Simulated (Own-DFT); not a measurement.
# Strain and stress in C40 NbSi2, 36 atoms (Nb12Si24)

Calculated results; nothing here was measured. The program, named Own-DFT, is a retired in-house plane-wave density functional code that no person has reviewed. Each row is one single-point run on a periodic cell that was not relaxed, without spin or spin-orbit coupling.

Settings of every run: PBE; PseudoDojo norm-conserving scalar-relativistic files; cutoff 42 hartree; 4 x 4 x 5 k mesh centred on Gamma; cold (Marzari-Vanderbilt) smearing of 0.2 eV.

Known limits: forces on such cells failed a check on a denser k mesh; stress not checked against mesh or cutoff.

Unstrained cell vectors in Å: (0.000, 8.324, 0.000); (-9.613, 0.000, 0.000); (0.000, 0.000, 6.586). The unstrained cell was taken from the Materials Project. The random moves and any unrelaxed bonds add to the pressure at no strain. Each run strains this cell uniformly, with the atoms carried along. Every atom was also moved at random, by a Gaussian of width 0.05 Å on each axis. Strain is the symmetric tensor, in per cent. Stress is positive in tension, and the pressure is minus a third of its trace.

```
run  e_xx (%)  e_yy (%)  e_zz (%)  e_yz (%)  e_xz (%)  e_xy (%)  s_xx (GPa)  s_yy (GPa)  s_zz (GPa)  s_yz (GPa)  s_xz (GPa)  s_xy (GPa)  P (GPa)  E (meV/atom)
  1      1.51     -1.24     -1.41     -1.53     -0.37     -0.88        1.71       -6.65      -10.55       -5.29       -1.40       -2.48     5.16           2.8
  2      1.83     -0.90     -1.66     -1.24     -0.65      1.16        1.24       -6.56      -11.40       -4.35       -1.87        3.64     5.57          35.8
  3     -0.92      1.73     -0.13      1.04     -0.33      1.99       -4.80        2.73       -3.60        2.58       -1.28        5.91     1.89           7.8
  4     -0.58     -1.77     -0.55     -0.66      0.49      0.42       -6.09      -10.52       -8.45       -3.37        1.83        1.33     8.35          13.1
  5     -0.03      1.64     -1.71      1.67     -1.31      0.03       -3.44        1.10      -11.03        5.63       -4.38       -0.12     4.46          35.8
  6     -1.15     -0.05     -0.83     -0.56      0.17      0.77       -7.63       -3.83       -8.38       -1.21        0.38        2.16     6.62           1.8
  7     -1.61     -1.52     -0.79     -0.41     -1.61      1.20      -11.25      -10.78      -10.86       -0.87       -5.24        4.51    10.96          38.1
  8      1.12     -0.55      1.53      0.64      1.75      1.92        2.28       -2.43        3.15        1.75        4.80        5.28    -1.00           6.4
  9     -1.17     -1.12      1.01      1.16      0.30      1.41       -6.76       -6.76       -0.84        3.45        1.00        4.38     4.79           6.8
 10      1.11     -0.07      1.32     -1.05     -1.45      0.77        1.99       -0.35        2.61       -3.47       -3.57        1.70    -1.42           4.2
 11      0.47      1.98      1.59     -0.40      0.53     -1.13        1.58        5.87        5.26       -1.47        1.51       -3.18    -4.24           0.0
 12      1.51     -0.07      1.49      0.49      0.15     -0.66        3.73       -1.30        3.61        1.67        0.67       -1.21    -2.01          12.3
 13      0.62     -0.96      0.48      1.04     -1.62      0.04       -1.11       -5.35       -3.04        3.02       -4.85        0.26     3.17          27.8
 14     -1.82      0.13     -1.70      0.52     -0.04      0.38      -10.50       -4.20      -13.64        1.73        0.13        0.90     9.44          10.3
 15     -1.58     -0.54      0.99      0.09     -0.88      1.95       -9.03       -4.42       -1.76        1.00       -2.54        6.51     5.07          22.0
 16      0.76      0.91     -1.33      1.32      0.26     -1.36           ?           ?           ?           ?           ?           ?        ?             ?
```

E is the free energy for each atom above the lowest run shown.

## Worked fit

Each stress component was fitted by least squares to a constant and the strains of the runs shown, as fractions, with shears doubled. Shear strains stay in the fit of a normal stress only where such slopes are resolved. The slopes, in GPa:

```
stress  at no strain  per e_xx  per e_yy  per e_zz  scatter
  s_xx          -2.9  371 ± 12   70 ± 13   76 ± 12     0.57
  s_yy          -2.7   64 ± 13  360 ± 14   88 ± 13     0.61
  s_zz          -4.2    72 ± 9   89 ± 10   464 ± 9     0.42
```

Each shear stress against twice its own strain: yz 158 ± 10, xz 146 ± 6, xy 143 ± 7 GPa. These are stiffnesses along x, y and z of the frame in which the cell vectors are given, which need not be the crystal's axes. The atoms are held to the strained lattice; where symmetry lets them move under strain, relaxing them would lower some slopes. The table should be nearly symmetric about its diagonal, and what it lacks of that shows the noise. A ninth of its sum, 184 ± 6 GPa, estimates the bulk modulus near the mean pressure of these runs, 3.8 GPa, so it lies above the value at zero pressure.

## Withheld run

Question: what normal stresses and pressure should run 16 give?

The fit gives s_xx = -0.4, s_yy = -0.1, s_zz = -9.0 and P = 3.2 GPa. The calculation gave 0.08, 0.32, -9.13 and P = 2.91 GPa.
